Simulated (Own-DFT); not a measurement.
# One host, several defects: zincblende GaP

No measurement is shown. These are fixed-geometry runs of a retired plane-wave code named Own-DFT, which no person has reviewed; spin and spin-orbit coupling are neglected.

All runs used: PBE; PseudoDojo norm-conserving scalar-relativistic files; cutoff 42 hartree; 2 x 3 x 3 k mesh centred on Gamma; Fermi-Dirac smearing of 0.1 eV.

Caveats (not all hold for every row): not probed for a lower state with spin; forces on such cells failed a check on a denser k mesh; forces on such cells moved up to 12 meV/angstrom on a denser k mesh; forces on such cells passed a denser k mesh, each cell not checked; stress not checked against mesh or cutoff.

All runs share one cell, with vectors in Å (16.352, 0.000, 0.000); (0.000, 10.901, 0.000); (0.000, 0.000, 10.901) and a volume of 1943.1 Å³. u is the rms random offset of the atoms per axis. The defect's site can differ from row to row.

```
                                     cell  formula   u (Å)  P (GPa)
                                no defect  Ga48P48  0.0201     2.72
                                no defect  Ga48P48  0.0206     2.71
                                no defect  Ga48P48  0.0505     3.32
one Ga on a P site and one P on a Ga site  Ga48P48  0.0296     2.90
one Ga on a P site and one P on a Ga site  Ga48P48  0.0302     2.96
one Ga on a P site and one P on a Ga site  Ga48P48  0.0515     3.45
                       one Ga on a P site  Ga49P47  0.0313     3.22
                       one Ga on a P site  Ga49P47  0.0327     3.21
                       one Ga on a P site  Ga49P47  0.0488     3.61
                          two P vacancies  Ga48P46  0.0301     2.36
                          two P vacancies  Ga48P46  0.0309     2.41
                          two P vacancies  Ga48P46  0.0485     2.80
                          two P vacancies  Ga48P46  0.0502        ?
                       one P on a Ga site  Ga47P49  0.0295     2.93
                       one P on a Ga site  Ga47P49  0.0504     3.30
                       one P on a Ga site  Ga47P49  0.0504     3.34
```

## Analysis

P = P0 + c u² + a shift for each defect gives P0 = 2.61 GPa, c = 277 ± 10 GPa/Å² and a scatter of 0.03 GPa. The shifts, and each times the cell's volume:

- one Ga on a P site: 0.33 ± 0.03 GPa, 4.0 eV
- one Ga on a P site and one P on a Ga site: 0.09 ± 0.03 GPa, 1.0 eV
- one P on a Ga site: 0.03 ± 0.03 GPa, 0.4 eV (not resolved)
- two P vacancies: -0.47 ± 0.03 GPa, -5.8 eV (-2.9 eV for each of its 2 sites)

Positive is outwards. The product with the volume (160.2 GPa Å³ to the eV) is nearly free of the cell's size; divided by the bulk modulus at the cell's pressure it gives the volume that the defect adds. The atoms around the defects weren't relaxed, which would change these numbers.

## Prediction

Q: what pressure belongs in the blank (two P vacancies, u = 0.0502 Å)?

From the fit: 2.83 ± 0.04 GPa. Computed: 2.95 GPa. This run lies off the fit, by chance or by something that the fit leaves out.
